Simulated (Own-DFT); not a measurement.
# Response to strain: wurtzite AlGaN with randomly placed atoms, 96 atoms (Al12Ga36N48)

These are calculations, not measurements. They come from Own-DFT, an in-house plane-wave density functional program, since retired, whose code no person has reviewed. Each row is one single-point run on a periodic cell that was not relaxed, without spin or spin-orbit coupling.

Settings of every run: PBE; PseudoDojo norm-conserving scalar-relativistic files (stringent for Ga); cutoff 96 hartree; 3 x 4 x 3 k mesh centred on Gamma; Gaussian smearing of 0.01 eV.

Known limits: k mesh not checked against a denser one; stress not checked against mesh or cutoff.

Unstrained cell vectors in Å: (12.679, 0.000, 0.000); (-4.755, 8.235, 0.000); (0.000, 0.000, 10.268). The unstrained cell has measured lattice constants (interpolated for alloys), not those of this functional. That, the random moves and any unrelaxed bonds set the pressure at no strain. Each run strains this cell uniformly, with the atoms carried along. Every atom was also moved at random, by a Gaussian of width 0.05 Å on each axis. The random placing of the alloy's atoms differs from row to row. Strain is the symmetric tensor, in per cent. Stress is positive in tension, and the pressure is minus a third of its trace.

```
run,e_xx (%),e_yy (%),e_zz (%),s_xx (GPa),s_yy (GPa),s_zz (GPa),P (GPa),E (meV/atom)
1,3.00,3.00,0.00,6.10,7.65,-3.73,-3.34,23.2
2,-1.75,-1.75,0.00,-16.40,-17.17,-11.78,15.12,56.3
3,0.50,0.50,0.00,-3.54,-5.79,-4.58,4.64,0.0
4,-2.25,-2.25,0.00,-20.27,-22.02,-10.64,17.65,64.6
5,2.75,2.75,0.00,5.85,6.93,-3.71,-3.03,6.0
6,-1.50,-1.50,0.00,-17.28,-14.10,-10.13,13.84,43.3
7,-0.25,-0.25,0.00,-8.83,-7.99,-8.69,8.50,29.6
8,-2.50,-2.50,0.00,-23.12,-24.38,-9.98,19.16,72.5
9,1.25,1.25,0.00,?,?,?,?,?
```

E is the free energy for each atom above the lowest run shown.

## Worked fit

The change of volume is close to e_xx + e_yy + e_zz. A straight line through the runs shown gives P = 8.13 - 204 x (fractional change of volume) GPa, with an error of 8 on the slope and a scatter of 0.89 GPa. The strain isn't the same on all axes and the cell isn't cubic, so the slope belongs to this path and is not the bulk modulus.

## Withheld run

Question: what pressure should run 9 give? Its volume changes by 2.52 %.

The line gives 3.0 GPa. The calculation gave 2.18 GPa.
